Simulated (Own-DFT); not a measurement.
Al₃GaN₄ (wurtzite random alloy, atoms displaced) (calculated)

A calculation, not a measurement: plane-wave density functional theory by an unreviewed code, no spin, of a simulated periodic cell, stress positive in tension, run twice, with PBE and with PBEsol, both on files made for PBE, so the change isn't that of files made for PBEsol, forces on such cells passed a denser k mesh, this cell's mesh not checked; the far tail of each file's local potential was reset to the Coulomb form; each entry is a single point on an unrelaxed cell, so the pressure reflects the starting lattice, mostly measured values (interpolated for alloys), from which strain is counted, and rises with the displacements; printed positions are rounded, which can move forces by about a meV/angstrom; the program, named Own-DFT, is a retired in-house code; no spin-orbit coupling; stress was not checked against mesh or cutoff. Program: Own-DFT development build.

## Al₃GaN₄ (wurtzite random alloy, atoms displaced)

```
cell vectors (Å)
   9.3938     0.0000     0.0000
  -4.6969     8.1352     0.0000
   0.0000     0.0000    10.0655
atoms (fractions of the cell vectors)
Al  0.11475  0.22369  0.00595
Al  0.22533  0.11380  0.25166
N   0.11183  0.21878  0.19006
N   0.22350  0.10721  0.44499
Al  0.11863  0.22802  0.49750
Al  0.22316  0.10757  0.74411
N   0.10948  0.22054  0.68421
N   0.22781  0.11010  0.94310
Ga  0.11501  0.55681  0.99364
Al  0.22225  0.44567  0.25181
N   0.10762  0.54881  0.18609
N   0.22022  0.44172  0.44064
Al  0.11240  0.55589  0.49902
Al  0.22504  0.44191  0.74835
N   0.11969  0.56110  0.69304
N   0.22541  0.44284  0.94377
Ga  0.11389  0.89448  0.99686
Al  0.22004  0.77553  0.25301
N   0.12156  0.89387  0.19038
N   0.22479  0.77429  0.43954
Al  0.10938  0.89013  0.50046
Al  0.21656  0.77778  0.75071
N   0.11323  0.89032  0.68576
N   0.21914  0.77911  0.94019
Al  0.44303  0.22414  0.00351
Al  0.55090  0.10632  0.24325
N   0.44558  0.21792  0.18745
N   0.55455  0.10876  0.44570
Al  0.43954  0.21617  0.50202
Ga  0.55023  0.11004  0.74691
N   0.43681  0.21852  0.69218
N   0.55676  0.11265  0.94256
Ga  0.44801  0.55535  0.99852
Al  0.55730  0.44595  0.25069
N   0.44017  0.55187  0.19581
N   0.55854  0.44584  0.44190
Al  0.44585  0.55532  0.49982
Al  0.55298  0.44614  0.74756
N   0.44618  0.55886  0.69658
N   0.55558  0.44691  0.94468
Al  0.44165  0.88389  0.00537
Al  0.55359  0.77535  0.24978
N   0.44469  0.88562  0.18764
N   0.55189  0.77179  0.44585
Ga  0.44185  0.88968  0.50255
Al  0.55463  0.77946  0.74873
N   0.44298  0.88832  0.68735
N   0.55465  0.77801  0.93864
Ga  0.77475  0.21548  0.00297
Al  0.89565  0.11113  0.25370
N   0.77748  0.22403  0.19069
N   0.88473  0.10715  0.44171
Al  0.77354  0.22098  0.49582
Ga  0.88507  0.11181  0.74542
N   0.77971  0.22545  0.69367
N   0.88907  0.11057  0.94308
Al  0.77281  0.55361  0.00108
Ga  0.89209  0.44966  0.25203
N   0.77439  0.55296  0.18779
N   0.89568  0.44835  0.43874
Al  0.77593  0.55803  0.49471
Ga  0.89205  0.44450  0.75152
N   0.78573  0.55953  0.69055
N   0.88603  0.44421  0.93529
Al  0.77524  0.89202  0.99975
Al  0.88568  0.78013  0.25137
N   0.78058  0.88663  0.18893
N   0.88865  0.77570  0.43968
Al  0.77411  0.88932  0.49825
Al  0.88290  0.77275  0.75049
N   0.77647  0.88584  0.68924
N   0.89019  0.78138  0.93841
```

| Quantity | Value |
| --- | --- |
| functional | PBE, then PBEsol |
| potential files | PseudoDojo norm-conserving, scalar-relativistic, standard set |
| wave cutoff | 42 hartree |
| occupations | Fermi-Dirac |
| smearing width | 0.1 eV |
| k mesh | 4 x 4 x 3 centred on Gamma |
| PBE pressure | 5.28 GPa |
| PBE stress xx | -5.13 GPa |
| PBE stress yy | -5.62 GPa |
| PBE stress zz | -5.1 GPa |
| PBE stress yz | 0.3 GPa |
| PBE stress xz | -0.54 GPa |
| PBE stress xy | 0.15 GPa |
| PBEsol pressure | 2.15 GPa |
| PBEsol stress xx | -2.03 GPa |
| PBEsol stress yy | -2.53 GPa |
| PBEsol stress zz | -1.91 GPa |
| PBEsol stress yz | 0.31 GPa |
| PBEsol stress xz | -0.56 GPa |
| PBEsol stress xy | 0.13 GPa |
| rms change of force components from PBE to PBEsol | 0.068 eV/Å |

Force:
```
force element  PBE force x (eV/Å)  PBE force y (eV/Å)  PBE force z (eV/Å)  PBEsol force x (eV/Å)  PBEsol force y (eV/Å)  PBEsol force z (eV/Å)
           Al              -0.193              -0.572               -1.24                 -0.196                 -0.575                 -1.239
           Al               0.406              -0.564               -0.09                  0.404                  -0.55                 -0.088
            N               0.133               0.598               1.017                  0.134                  0.604                  1.019
            N               -0.61               0.713              -1.033                 -0.615                  0.707                 -1.021
           Al              -0.856              -1.408               0.323                 -0.865                 -1.425                  0.303
           Al              -1.411               0.077               1.209                 -1.424                  0.056                  1.224
            N               1.124               0.619               0.432                  0.977                  0.529                  0.486
            N              -1.067               2.043              -1.428                 -1.069                  1.828                 -1.369
           Ga              -0.971              -0.545               0.478                 -0.959                 -0.537                  0.483
           Al                -0.3              -0.443              -0.393                  -0.31                  -0.46                 -0.404
            N               1.187               1.452               0.941                  1.017                  1.366                  0.829
            N               0.439               0.699              -0.139                  0.438                  0.716                 -0.137
           Al               0.158               0.032               0.829                  0.166                  0.027                  0.834
           Al              -0.603               0.009                0.53                 -0.617                  0.002                   0.54
            N               0.479              -0.458              -0.904                  0.346                 -0.541                 -0.848
            N              -0.095              -1.102              -1.355                  -0.09                 -0.905                 -1.245
           Ga              -0.366              -1.036               0.934                 -0.348                 -1.016                   0.92
           Al               0.281              -0.258              -0.786                  0.292                 -0.266                 -0.804
            N              -1.238              -0.591               1.264                 -1.246                 -0.584                  1.096
            N              -1.756              -0.141               -0.32                 -1.598                 -0.035                 -0.241
           Al               0.468              -0.975              -0.332                  0.478                 -0.979                 -0.339
           Al               0.863               0.287              -0.037                  0.845                  0.298                 -0.035
            N              -0.603              -0.507               0.616                 -0.613                 -0.513                  0.619
            N               1.568               0.514              -0.856                  1.407                   0.43                 -0.735
           Al               0.904                -0.2              -0.839                  0.906                  -0.19                 -0.841
           Al               0.816               0.411               0.983                  0.813                    0.4                  0.994
            N              -0.721               0.947               1.139                 -0.721                   0.95                  1.134
            N              -0.523               1.275              -1.659                  -0.53                  1.071                 -1.601
           Al               0.719               0.827              -0.057                  0.727                  0.825                 -0.057
           Ga               0.872               0.134               1.076                  0.863                  0.135                  1.054
            N               0.054               1.683              -0.914                  0.218                  1.595                 -0.852
            N              -1.452              -1.163               0.262                  -1.29                 -1.076                  0.172
           Ga              -0.828               0.498               0.805                 -0.818                  0.481                  0.783
           Al              -0.101              -0.659              -0.107                 -0.098                 -0.675                 -0.115
            N               0.539               0.379               0.248                  0.544                  0.379                  0.099
            N              -0.595              -0.894              -0.128                 -0.602                 -0.899                 -0.125
           Al              -0.274              -0.322               0.509                 -0.286                 -0.338                  0.517
           Al               1.117              -0.161               0.591                  1.134                 -0.171                  0.595
            N               0.071              -0.483              -1.243                  0.066                 -0.468                 -1.239
            N                1.19              -1.248              -1.376                  1.001                 -1.145                 -1.316
           Al              -0.324               0.667              -1.583                 -0.327                  0.656                 -1.584
           Al               0.339               0.079               0.466                  0.338                  0.091                   0.46
            N              -0.145              -0.277               1.064                 -0.153                 -0.281                  1.071
            N               0.645               0.368              -1.366                  0.495                  0.451                 -1.309
           Ga               0.595              -0.553              -0.451                  0.578                 -0.533                 -0.426
           Al               0.014               0.274               0.163                  0.013                  0.285                  0.159
            N              -0.235              -0.933               1.733                  -0.25                 -0.758                  1.585
            N              -0.123               0.992               0.026                 -0.119                  0.809                  0.077
           Ga               0.022               1.336              -0.487                  0.026                  1.316                 -0.488
           Al              -1.317              -0.115              -0.559                 -1.316                 -0.111                 -0.569
            N               0.437              -1.355               1.504                  0.443                 -1.189                  1.368
            N               0.565               0.746              -0.254                   0.57                  0.756                 -0.234
           Al               0.728               0.575               0.719                  0.737                  0.575                  0.722
           Ga                0.89              -0.392               0.899                  0.859                 -0.375                  0.885
            N              -0.888              -0.475              -2.234                 -0.859                 -0.466                 -2.059
            N               1.375              -0.149              -0.046                   1.21                 -0.048                 -0.137
           Al               1.119                0.62              -0.559                  1.132                  0.631                 -0.556
           Ga              -0.246              -0.758              -0.759                 -0.235                 -0.747                 -0.754
            N              -0.682               1.183               0.356                 -0.526                  1.102                  0.422
            N              -0.939               -0.48               1.545                 -0.944                 -0.475                  1.351
           Al               1.215              -0.315               1.157                  1.227                 -0.324                  1.148
           Ga               0.099               0.422               -0.58                  0.096                  0.401                  -0.54
            N               -1.99              -0.579              -1.065                 -1.827                 -0.681                 -1.008
            N              -0.424               0.276               1.923                 -0.279                    0.2                  1.816
           Al               0.794              -0.437              -0.272                  0.788                 -0.445                 -0.269
           Al               1.582              -0.445              -0.581                  1.604                 -0.451                 -0.593
            N              -1.157               0.449               0.337                 -1.166                  0.456                  0.332
            N              -0.431               0.709              -0.201                 -0.436                  0.712                  -0.19
           Al               0.523              -0.482               0.505                  0.525                 -0.472                  0.502
           Al               0.588               1.054              -0.027                  0.613                  1.077                 -0.027
            N               -0.31              -0.611               -0.44                  -0.31                 -0.444                 -0.385
            N              -1.139              -0.858               0.114                 -0.988                 -0.768                   0.18
```
